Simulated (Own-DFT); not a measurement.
# Computed records: SiGe (diamond-structure random alloy, atoms displaced)

A calculation, not a measurement: plane-wave PBE density functional theory by an unreviewed code, no spin, of a simulated periodic cell, stress positive in tension, free energy of the whole cell less one offset for each atom, forces on such cells passed a denser k mesh, this cell's mesh not checked; offsets are fitted by least squares, one for each functional and potential file, so energies compare only between cells with the same atoms and settings and are not formation energies; the far tail of each file's local potential was reset to the Coulomb form; each entry is a single point on an unrelaxed cell, so the pressure reflects the starting lattice, mostly measured values, from which strain is counted, and rises with the displacements; printed positions are rounded, which can move forces by about a meV/angstrom; the program is a retired in-house code; no spin-orbit coupling. Program: Own-DFT development build.

Common to all runs: functional PBE; potential files PseudoDojo norm-conserving, scalar-relativistic, standard set; wave cutoff 42 hartree; occupations Fermi-Dirac; smearing width 0.1 eV; k mesh 3 x 3 x 3 centred on Gamma.

(1) 
```xyz
64
Lattice="11.0890 0.0000 0.0000 0.0000 11.0890 0.0000 0.0000 0.0000 11.0890" Properties=species:S:1:pos:R:3:force_x:R:1:force_y:R:1:force_z:R:1 formula=SiGe free_energy_of_cell_above_offsets=-6.281 pressure=2.84 stress_xx=-2.82 stress_yy=-2.86 stress_zz=-2.83 stress_yz=0.15 stress_xz=-0.16 stress_xy=-0.08
Si    11.0466     0.0029    11.0607      0.701     -0.486      0.442
Si    11.0367     2.7741     2.7637       0.42     -0.354     -0.216
Si     2.7556     0.0244     2.7847      0.588     -0.584      0.308
Ge     2.7459     2.7637     0.0181      1.171      0.393     -0.761
Ge     1.4689     1.3736     1.3617     -1.837     -0.393      0.686
Ge     1.3839     4.1705     4.1243     -0.774      0.279     -0.005
Si     4.1466     1.4105     4.1152      0.304     -0.189      0.028
Si     4.0970     4.1711     1.4236      0.747      0.174     -0.448
Ge     0.0048    11.0661     5.5863     -0.938     -0.042     -0.399
Si     0.0363     2.7813     8.3317      -1.28     -0.718     -0.213
Ge     2.7560    11.0880     8.2979      -0.07       0.24      0.847
Ge     2.7495     2.7886     5.5220      0.691     -0.203     -0.179
Ge     1.3757     1.3885     6.9032     -0.087      0.487      0.602
Ge     1.3352     4.1323     9.6914      0.434      0.119      0.108
Si     4.1679     1.3506     9.7038      0.007     -0.095       0.52
Ge     4.2228     4.1575     6.9139      -0.68      0.207       0.11
Ge    11.0741     5.5149     0.0143     -0.457      0.395     -0.083
Ge     0.0171     8.3390     2.7478      0.183      0.742      0.204
Si     2.7443     5.5217     2.7408       0.83      0.707      0.697
Ge     2.7671     8.3428     0.0188      0.244      0.341     -0.117
Ge     1.4015     6.9272     1.3932      0.031      -0.27     -0.003
Si     1.3590     9.7741     4.1877      0.912     -0.808     -0.314
Si     4.1695     7.0041     4.1584     -0.498     -1.122      0.315
Si     4.1546     9.7510     1.3679      0.174     -0.162      0.863
Si     0.0184     5.5779     5.5727     -0.089     -0.594      0.108
Ge     0.0045     8.3111     8.3028     -0.018     -0.039      0.388
Ge     2.7627     5.5540     8.3602      0.089     -0.144     -0.637
Si     2.7669     8.3288     5.5795     -0.453     -0.132     -0.607
Si     1.3826     6.9060     6.9369      0.257      0.293     -0.276
Si     1.3976     9.7066     9.7153     -0.623       0.23     -0.063
Ge     4.1803     6.9351     9.7229     -0.483      0.403      -0.14
Ge     4.1366     9.7321     6.9358      0.236     -0.712     -0.122
Si     5.5688     0.0002     0.0409     -0.367     -0.542     -1.106
Si     5.5136     2.7969     2.7326     -0.128     -0.043      0.382
Ge     8.3072    11.0703     2.7286       0.11      -0.08      0.631
Si     8.2897     2.7649    11.0654      0.586      0.147      0.208
Ge     6.9196     1.3938     1.3442     -0.141      0.511      0.335
Ge     6.9256     4.1493     4.2157     -0.491     -0.187     -0.678
Si     9.7275     1.3477     4.1147     -0.149      0.308      0.285
Si     9.7148     4.1056     1.3511     -0.677     -0.086      0.381
Ge     5.5824    11.0882     5.5807     -1.007      0.316      -0.98
Ge     5.5419     2.7356     8.3327     -0.504      0.085       0.43
Ge     8.3349     0.0541     8.3036      0.191     -0.871      0.751
Ge     8.3232     2.7549     5.5674      0.503     -0.553     -0.322
Ge     6.8862     1.3746     6.9608      0.697       0.35     -0.165
Ge     6.9012     4.1535     9.7134      1.014      0.106      -0.48
Si     9.6905     1.3588     9.7949      0.229      0.908      -0.97
Si     9.7168     4.1136     6.9105      0.457       0.76      0.618
Ge     5.5801     5.5960    11.0568     -0.875      -1.03      0.986
Si     5.5114     8.2925     2.7903       0.32      1.093     -0.148
Ge     8.3015     5.5321     2.7869      0.724     -0.397     -0.287
Ge     8.2790     8.3413     0.0417      0.866      0.001      -0.47
Ge     6.9368     6.9255     1.3783      -0.38      0.341      0.889
Si     6.9185     9.7470     4.2156       0.17     -1.048     -0.907
Ge     9.7660     6.9501     4.1480     -0.596     -0.115      0.496
Si     9.7076     9.7092     1.3708      0.248      0.138     -0.228
Si     5.5689     5.5272     5.5553     -0.302        1.1     -0.225
Ge     5.5613     8.3310     8.3573      0.275     -0.164     -0.655
Si     8.3753     5.5499     8.3295     -0.163     -0.172      -0.25
Si     8.3166     8.3354     5.5059     -0.294     -0.204      0.717
Si     6.9250     6.8768     6.9566       0.58      0.399     -0.358
Si     6.9639     9.6574     9.7084     -0.358      1.222       0.17
Si     9.6878     6.9436     9.7387     -0.059     -0.147     -0.242
Si     9.6761     9.6820     6.9552     -0.208      -0.11      -0.45
```

Units: free_energy_of_cell_above_offsets in eV; pressure, stress_xx, stress_yy, stress_zz, stress_yz, stress_xz, stress_xy in GPa; force_x, force_y, force_z in eV/Å.

(2) 
```xyz
64
Lattice="11.0890 0.0000 0.0000 0.0000 11.0890 0.0000 0.0000 0.0000 11.0890" Properties=species:S:1:pos:R:3:force_x:R:1:force_y:R:1:force_z:R:1 formula=SiGe free_energy_of_cell_above_offsets=-6.064 pressure=2.87 stress_xx=-2.87 stress_yy=-2.88 stress_zz=-2.86 stress_yz=0.05 stress_xz=-0.16 stress_xy=0.14
Si     0.0401    11.0846     0.0033     -0.423     -0.145      0.249
Si    11.0876     2.8082     2.7909      0.646     -1.136     -0.089
Si     2.7506     0.0039     2.7902       0.91      0.213     -0.626
Ge     2.7363     2.7784     0.0178     -0.363     -0.208     -0.655
Si     1.3987     1.3296     1.3443     -0.425       0.46      1.013
Si     1.4030     4.1300     4.1306     -0.335      0.086      1.058
Si     4.1793     1.3779     4.1503     -0.759      0.166     -0.001
Ge     4.1052     4.1431     1.4037      0.875        0.6     -0.674
Si    11.0549    11.0329     5.5935      0.374      0.952     -0.117
Si    11.0548     2.8093     8.3452      0.539     -0.074     -0.492
Ge     2.7673    11.0783     8.3017     -0.163     -0.038     -0.324
Si     2.7961     2.7713     5.5633     -0.407     -0.459     -0.454
Si     1.3750     1.3784     6.9445     -0.452      0.469      -0.34
Si     1.3242     4.1829     9.7144      0.062      0.064      0.034
Ge     4.1580     1.3658     9.6689      0.329      0.093      0.755
Ge     4.1795     4.1101     6.9871     -0.556       1.12     -0.978
Si    11.0563     5.5486     0.0075      0.067      0.336     -0.247
Si     0.0031     8.3568     2.7858      -0.04     -0.153     -0.483
Ge     2.7689     5.5294     2.7970      -0.04      0.785      0.393
Si     2.7564     8.3718     0.0132      0.293      -0.86      0.441
Si     1.3660     6.9054     1.3947     -0.087      0.689     -0.208
Ge     1.4212     9.7416     4.1991     -0.502     -0.385      -0.17
Si     4.1980     6.9754     4.1937     -0.563     -0.564        0.3
Si     4.1989     9.6934     1.3408     -0.887      0.173      0.695
Si     0.0140     5.5683     5.5736     -0.318     -0.897     -0.489
Ge     0.0387     8.2785     8.3249     -1.449        0.7      0.279
Ge     2.7530     5.6110     8.3450     -0.092     -1.204      0.138
Si     2.7175     8.2677     5.5323      1.184      0.526      0.538
Ge     1.3524     6.9354     6.9614      0.454     -0.301     -1.116
Ge     1.3885     9.6866     9.7113     -0.017      0.229      0.342
Ge     4.1796     6.9801     9.6527     -0.147     -0.019      1.433
Si     4.1736     9.6914     6.9908     -0.558     -0.236     -1.396
Si     5.5459    11.0399     0.0224     -0.144      0.401     -0.377
Ge     5.5438     2.7503     2.7273     -0.563     -0.098      0.554
Ge     8.3300     0.0170     2.7670     -0.199     -0.784     -0.284
Ge     8.2712     2.7528    11.0792      0.458       0.35      0.116
Ge     6.9227     1.3629     1.3877     -0.255     -0.386     -0.455
Ge     6.8761     4.1862     4.1176      0.436     -0.287      0.978
Ge     9.6598     1.3564     4.1548      1.134      0.687       0.64
Ge     9.7258     4.1427     1.4272      -0.09       0.08     -0.583
Ge     5.5547    11.0821     5.5127      -0.86      0.592      1.179
Si     5.4775     2.7596     8.2815      1.766      -0.47      0.738
Ge     8.2859    11.0869     8.3141      0.466      0.298     -0.132
Si     8.3384     2.7778     5.5453     -0.518      0.268      0.496
Si     6.9285     1.3798     6.9384     -0.148      0.767     -0.346
Si     6.9560     4.1198     9.6844     -1.251      0.311     -0.028
Ge     9.7369     1.3937     9.7354       0.07     -0.245     -0.211
Si     9.6964     4.1798     6.9681      0.182     -0.134     -0.629
Si     5.5679     5.5707    11.0819     -0.058     -0.583     -0.208
Ge     5.5554     8.3060     2.7785     -0.431      0.501      0.075
Ge     8.3102     5.5476     2.7637      0.285     -0.202      0.241
Si     8.3214     8.3606    11.0578      0.528     -0.417      0.455
Ge     6.9576     6.9389     1.4259     -0.034      0.187     -1.276
Ge     6.9113     9.7362     4.2084      0.717     -0.744     -0.708
Ge     9.6625     6.9523     4.1630      0.957     -0.046      0.103
Si     9.7064     9.7426     1.3672      0.386     -0.511     -0.174
Si     5.5675     5.5825     5.5724     -0.742     -0.368      -0.29
Ge     5.5728     8.3276     8.2918      -0.45      0.298     -0.049
Ge     8.2814     5.5725     8.3353      0.451     -0.853      0.194
Ge     8.3070     8.3042     5.6069      0.294      0.658      0.005
Ge     6.9116     6.9176     6.9669     -0.027     -0.102      -0.59
Ge     6.9187     9.6813     9.6953      0.083        0.3      0.594
Si     9.6578     6.9241     9.6799      0.462      0.267      0.891
Si     9.7140     9.7450     6.9458     -0.056     -0.719      0.271
```

Units: free_energy_of_cell_above_offsets in eV; pressure, stress_xx, stress_yy, stress_zz, stress_yz, stress_xz, stress_xy in GPa; force_x, force_y, force_z in eV/Å.

(3) 
```xyz
64
Lattice="11.0890 0.0000 0.0000 0.0000 11.0890 0.0000 0.0000 0.0000 11.0890" Properties=species:S:1:pos:R:3:force_x:R:1:force_y:R:1:force_z:R:1 formula=SiGe free_energy_of_cell_above_offsets=-6.471 pressure=2.8 stress_xx=-2.8 stress_yy=-2.82 stress_zz=-2.79 stress_yz=-0.47 stress_xz=0.16 stress_xy=0.16
Ge    11.0597     0.0012     0.0072      0.709      0.062     -0.057
Ge     0.0094     2.7476     2.7262       -1.1      0.492      0.524
Si     2.7403     0.0130     2.7913      0.177        0.2     -0.072
Ge     2.7761     2.8177     0.0234       0.43     -0.747      0.311
Si     1.4059     1.4241     1.4343      0.241     -0.887     -0.541
Ge     1.3718     4.1826     4.1864     -0.092      0.012     -0.258
Ge     4.1720     1.4320     4.1838      0.022     -0.915     -0.319
Si     4.1760     4.1981     1.3644     -0.089       0.27      0.459
Si    11.0876     0.0308     5.5530     -0.111     -0.286     -0.691
Si    11.0889     2.7914     8.3271     -0.013          0     -0.626
Ge     2.7851     0.0088     8.2651     -0.196      0.306      0.702
Ge     2.7398     2.7568     5.5628     -0.235     -0.003      0.298
Si     1.3266     1.3869     6.9177     -0.048      0.096      0.291
Ge     1.3848     4.1388     9.7176     -0.221      0.035      -0.49
Si     4.1765     1.4019     9.7503      -0.12     -0.491     -0.121
Ge     4.1513     4.1180     6.9674      0.231      0.091     -0.173
Si     0.0569     5.4803    11.0878     -1.381      0.913     -0.162
Ge     0.0039     8.3027     2.7685     -0.099      1.266       -0.1
Si     2.7320     5.5153     2.7607      0.954      0.224      0.236
Ge     2.7751     8.3496     0.0133     -0.904     -0.609     -0.213
Ge     1.3325     6.9065     1.4204      0.755     -0.383     -0.641
Si     1.4092     9.7116     4.1337      0.071     -0.034      0.846
Si     4.1583     6.8665     4.1968     -0.609      0.595      -0.88
Ge     4.1079     9.6963     1.3649      0.568      0.747      0.951
Si     0.0587     5.6207     5.5487     -0.669     -0.632      0.568
Si     0.0597     8.3191     8.2847     -0.648      0.119      0.885
Ge     2.7802     5.5447     8.3344     -0.615      0.456     -0.444
Si     2.8082     8.2657     5.5795     -0.219        0.6     -0.445
Si     1.3471     6.9939     6.9179      0.736     -0.488      0.026
Si     1.4244     9.6812     9.6987     -0.585      0.357     -0.361
Ge     4.1421     6.9392     9.7427      0.155     -0.172     -0.042
Si     4.1471     9.6791     6.9664      0.401     -0.026     -1.014
Si     5.5113    11.0537     0.0068     -0.056      0.531     -0.135
Ge     5.5943     2.7742     2.7321     -0.778      0.643       0.22
Ge     8.3060    11.0882     2.7877      0.428     -0.461     -0.057
Ge     8.3166     2.7770     0.0228     -0.138      0.436      0.007
Ge     6.9204     1.3685     1.3914     -0.092     -0.579     -0.682
Si     6.9339     4.1077     4.1467      0.277      0.336      0.469
Si     9.6394     1.3828     4.1807      0.814      0.173      0.167
Si     9.6772     4.2055     1.3314      0.621     -0.266      0.382
Si     5.5528    11.0496     5.5212      0.152      0.083      0.667
Ge     5.5819     2.7398     8.3578     -0.272     -0.405     -0.187
Si     8.3185     0.0369     8.2738      0.072     -0.405      0.465
Si     8.3216     2.7857     5.5441      0.013      0.037      0.462
Si     6.9707     1.3734     6.9691     -0.333     -0.081     -1.092
Ge     6.9102     4.1845     9.7067     -0.195      0.157      0.721
Ge     9.6784     1.4475     9.6753      0.159     -0.596     -0.317
Si     9.7182     4.1945     6.9661      0.403     -0.209     -0.832
Si     5.5078     5.5831     0.0131      0.113     -0.539     -0.007
Ge     5.5943     8.3170     2.7716     -1.173     -0.127      0.519
Ge     8.3209     5.5367     2.7940     -0.169     -0.623       -0.3
Si     8.3296     8.3374    11.0635      0.176      -0.34      0.353
Ge     6.9043     6.9151     1.3852      0.676      0.132     -0.645
Si     6.9154     9.7068     4.1139      0.446     -0.232      1.212
Ge     9.7601     6.9059     4.1060     -0.692      0.256      1.346
Si     9.6932     9.6857     1.3587     -0.218     -0.092      0.227
Ge     5.5334     5.5425     5.5297      0.202     -0.822     -0.192
Ge     5.5381     8.2579     8.2982     -0.218      0.913      0.362
Ge     8.2953     5.5386     8.3172      0.626       0.36      0.094
Si     8.3099     8.2824     5.5758      -0.06      0.409     -1.121
Ge     6.9096     6.9267     6.9175      0.489     -0.117     -0.336
Ge     6.9306     9.7141     9.7248      0.153       0.24     -0.476
Si     9.6867     6.9600     9.6970        0.9       -0.2      0.105
Ge     9.7002     9.6846     6.9150      0.176      0.219      0.154
```

Units: free_energy_of_cell_above_offsets in eV; pressure, stress_xx, stress_yy, stress_zz, stress_yz, stress_xz, stress_xy in GPa; force_x, force_y, force_z in eV/Å.

(4) 
```xyz
64
Lattice="11.0890 0.0000 0.0000 0.0000 11.0890 0.0000 0.0000 0.0000 11.0890" Properties=species:S:1:pos:R:3:force_x:R:1:force_y:R:1:force_z:R:1 formula=SiGe free_energy_of_cell_above_offsets=-6.400 pressure=2.79 stress_xx=-2.78 stress_yy=-2.81 stress_zz=-2.78 stress_yz=-0.07 stress_xz=-0.02 stress_xy=0.2
Si     0.0048    11.0824    11.0653       -0.4      0.071        0.9
Si     0.0339     2.8155     2.7024     -0.075     -0.386       1.12
Si     2.7535    11.0695     2.7619      0.451      -0.24      0.085
Si     2.7605     2.8107     0.0066      0.875     -0.584     -0.065
Ge     1.4276     1.3551     1.4037     -0.381      0.335     -0.549
Si     1.4074     4.1642     4.1696     -0.129     -0.168     -0.147
Ge     4.1426     1.3774     4.1310     -0.574      0.237      0.018
Si     4.2072     4.1246     1.3735     -0.785      0.812     -0.451
Si     0.0418     0.0255     5.5445     -0.417      0.431      0.307
Si    11.0576     2.7224     8.3209     -0.258      0.538      0.205
Si     2.7469     0.0504     8.3048      0.955     -0.507      0.643
Si     2.7910     2.7869     5.5670     -0.323     -0.056     -0.688
Ge     1.4385     1.4319     6.9909     -0.681     -0.071     -0.889
Ge     1.3859     4.1396     9.7014     -0.751     -0.177      0.238
Si     4.1671     1.4251     9.6647     -0.254      0.186      0.073
Ge     4.1490     4.1432     6.9210      0.425      0.306      0.173
Si     0.0042     5.5385     0.0147     -0.084      0.169     -0.449
Ge     0.0325     8.2937     2.7497     -0.604      0.405     -0.029
Si     2.7337     5.4965     2.7159      1.167     -0.295      0.892
Si     2.7675     8.3087    11.0812      0.526      0.111      0.133
Ge     1.4148     6.8889     1.3901     -0.004      0.163     -0.725
Ge     1.3605     9.7358     4.1651      0.631     -0.369      0.219
Si     4.1592     6.8949     4.1603      -0.73     -0.277     -0.087
Si     4.1119     9.6979     1.3998      -0.23     -0.029     -0.363
Si     0.0677     5.5645     5.5618     -0.755     -0.879     -0.308
Ge    11.0394     8.2912     8.3292      0.572     -0.378      0.042
Ge     2.7478     5.5533     8.3458     -0.079      0.215     -0.791
Si     2.7927     8.2955     5.5386      0.018      0.168      0.279
Si     1.3526     6.9090     6.8861      0.665      0.681      0.478
Ge     1.3821     9.7318     9.7364      0.293     -0.302     -0.469
Ge     4.2208     6.9314     9.6573     -0.386     -0.045      1.052
Si     4.1481     9.7684     6.9422     -0.683     -0.809      0.063
Ge     5.5357    11.0679    11.0586     -1.033      0.613      0.663
Ge     5.5476     2.8128     2.7660     -0.291      -0.54     -0.096
Ge     8.2917    11.0765     2.7572      1.284      0.425      0.307
Ge     8.2940     2.8249    11.0527     -0.297     -0.172      0.479
Ge     6.9345     1.3852     1.4108     -0.212       0.23     -0.685
Ge     6.9469     4.1115     4.1542     -0.281      0.675      0.862
Si     9.7580     1.4047     4.1592      0.478     -0.321     -0.682
Ge     9.7035     4.1822     1.3705      0.156      0.159      0.136
Ge     5.5018    11.0778     5.5347      0.334      0.011      0.058
Si     5.5949     2.8107     8.3151     -0.726     -0.631     -0.205
Si     8.3234     0.0193     8.3567     -0.538     -0.151     -0.702
Ge     8.3837     2.7344     5.5300      0.433       0.56     -0.244
Ge     6.9375     1.4450     6.8529     -0.091     -0.826      1.357
Si     6.8990     4.1047     9.6715      0.264      1.421      0.003
Ge     9.6524     1.3725     9.7648      0.753     -0.145     -0.646
Si     9.7185     4.1323     6.9300      0.451      0.559      0.165
Si     5.5925     5.5394     0.0251     -0.202     -0.459      -0.34
Ge     5.4839     8.2867     2.7638      0.015      0.156     -0.063
Ge     8.3045     5.5491     2.8295     -0.497       0.07     -1.131
Si     8.2798     8.3363     0.0106      0.433     -0.433      0.215
Si     6.8769     6.9316     1.3923       0.77      0.068     -0.223
Ge     6.9397     9.7126     4.1268     -0.321     -0.729      0.452
Ge     9.6905     6.9056     4.1503      1.403     -0.384      0.108
Si     9.7113     9.7203     1.3960      0.015     -0.339     -0.706
Si     5.5199     5.5566     5.5345      0.192     -0.231     -0.133
Ge     5.5773     8.3024     8.2604     -0.673      0.938     -0.076
Si     8.3138     5.5331     8.2862      0.246     -0.501      0.627
Ge     8.3758     8.2536     5.5018     -0.818      0.986      0.474
Ge     6.9344     6.9312     6.9277      0.302     -0.765     -0.619
Ge     6.8722     9.7119     9.7049      1.242     -0.333     -0.398
Si     9.7020     6.8849     9.7326     -0.638       0.07      0.183
Ge     9.7070     9.6994     6.9257     -0.147      0.762      -0.05
```

Units: free_energy_of_cell_above_offsets in eV; pressure, stress_xx, stress_yy, stress_zz, stress_yz, stress_xz, stress_xy in GPa; force_x, force_y, force_z in eV/Å.
